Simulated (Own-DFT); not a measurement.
# Biaxial strain at fixed height in diamond-structure SiGeSn with randomly placed atoms, 64 atoms (Ge44Si16Sn4)

The numbers are computed, not measured, by runs of the plane-wave DFT program Own-DFT (in-house, retired, unreviewed) at fixed positions, with no spin and no spin-orbit coupling.

Settings: PBE; PseudoDojo norm-conserving scalar-relativistic files; cutoff 49 hartree; 3 x 3 x 3 k mesh centred on Gamma; Fermi-Dirac smearing of 0.1 eV.

Caveats: forces on such cells moved up to 12 meV/angstrom on a denser k mesh; stress not checked against mesh or cutoff.

Unstrained cell vectors in Å: (11.306, 0.000, 0.000); (0.000, 11.306, 0.000); (0.000, 0.000, 11.306). The unstrained cell has measured lattice constants (interpolated for alloys), not those of this functional. That, the random moves and any unrelaxed bonds set the pressure at no strain. Each run strains x and y alike by e, as a substrate would, and holds the height along z. Random moves of width 0.05 Å per axis were added to every atom. The random placing of the alloy's atoms differs from row to row. Stress is positive in tension.

```
e (%)  u (Å)  (s_xx + s_yy)/2 (GPa)  s_zz (GPa)
-2.00  0.052                  -8.40       -7.01
-1.50  0.055                  -7.60       -6.48
-1.25  0.050                  -6.88       -6.23
-1.00  0.051                  -6.43       -5.69
-0.25  0.052                  -4.70       -4.56
 0.50  0.045                  -3.37       -3.55
 1.25  0.053                      ?           ?
 1.50  0.052                  -1.86       -2.73
 2.25  0.048                  -0.43       -1.76
 3.00  0.054                   0.47       -1.36
```

## Working it out

With e as a fraction, the in-plane stress is -4.4 + 190 e - 943 e² GPa (errors 3 and 216, scatter 0.14), and s_zz is -4.3 + 127 e - 886 e² GPa (slope ± 4, scatter 0.16). At e = 0 the first slope is C11 + C12 and the second 2 C12, both with the ions held to the strained lattice and at the cell's own pressure. The term in e² is negative: the layer stiffens under compression and softens under tension. A free layer would change its height as e changes, and the in-plane slope would drop by 2 C12²/C11 to the biaxial modulus. At fixed height, a misfit of 1 % moves the in-plane stress by about 1.9 GPa and s_zz by 1.3 GPa.

## The run left out

Question: what are the two stresses at e = 1.25 %?

The fitted form gives -2.1 and -2.9 GPa. DFT gave -2.40 and -2.98 GPa.
